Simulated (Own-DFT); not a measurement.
# Which defects push the lattice out? L1_0 TiAl

Everything here is calculated. The program is Own-DFT (plane waves, in-house, since retired, never reviewed by a person); positions were held fixed, and spin and spin-orbit coupling were off.

Common settings: PBE; PseudoDojo norm-conserving scalar-relativistic files; cutoff 42 hartree; 4 x 4 x 4 k mesh centred on Gamma; cold (Marzari-Vanderbilt) smearing of 0.2 eV.

Caveats: forces on such cells failed a check on a denser k mesh; stress not checked against mesh or cutoff.

All runs share one cell, with vectors in Å (5.622, 5.622, 0.000); (-5.622, 5.622, 0.000); (0.000, 0.000, 8.133) and a volume of 514.0 Å³. u is the rms random offset of the atoms per axis. The defect's site can differ from row to row.

| cell | formula | u (Å) | P (GPa) |
|---|---|---|---|
| no defect | Al16Ti16 | 0.0205 | 1.19 |
| no defect | Al16Ti16 | 0.0461 | 1.73 |
| no defect | Al16Ti16 | 0.0517 | 1.87 |
| one Ti vacancy | Al16Ti15 | 0.0275 | 0.48 |
| one Ti vacancy | Al16Ti15 | 0.0280 | 0.48 |
| one Ti vacancy | Al16Ti15 | 0.0306 | 0.53 |
| two Al vacancies | Al14Ti16 | 0.0302 | -0.61 |
| two Al vacancies | Al14Ti16 | 0.0316 | -0.58 |
| two Al vacancies | Al14Ti16 | 0.0438 | -0.54 |
| two Al vacancies | Al14Ti16 | 0.0519 | ? |

## Fit

P = P0 + c u² + a shift for each defect gives P0 = 1.15 GPa, c = 257 ± 43 GPa/Å² and a scatter of 0.08 GPa. The shifts, and each times the cell's volume:

- one Ti vacancy: -0.87 ± 0.08 GPa, -2.8 eV
- two Al vacancies: -2.06 ± 0.07 GPa, -6.6 eV (-3.3 eV for each of its 2 sites)

Against the defect-free cell, a freed cell would be larger where the shift is positive and smaller where it is negative (160.2 GPa Å³ is 1 eV). The atoms around the defects weren't relaxed, which would change these numbers.

## Test on the hidden row

Q: what pressure belongs in the blank (two Al vacancies, u = 0.0519 Å)?

The fit gives -0.22 ± 0.11 GPa. The hidden result is -0.14 GPa.
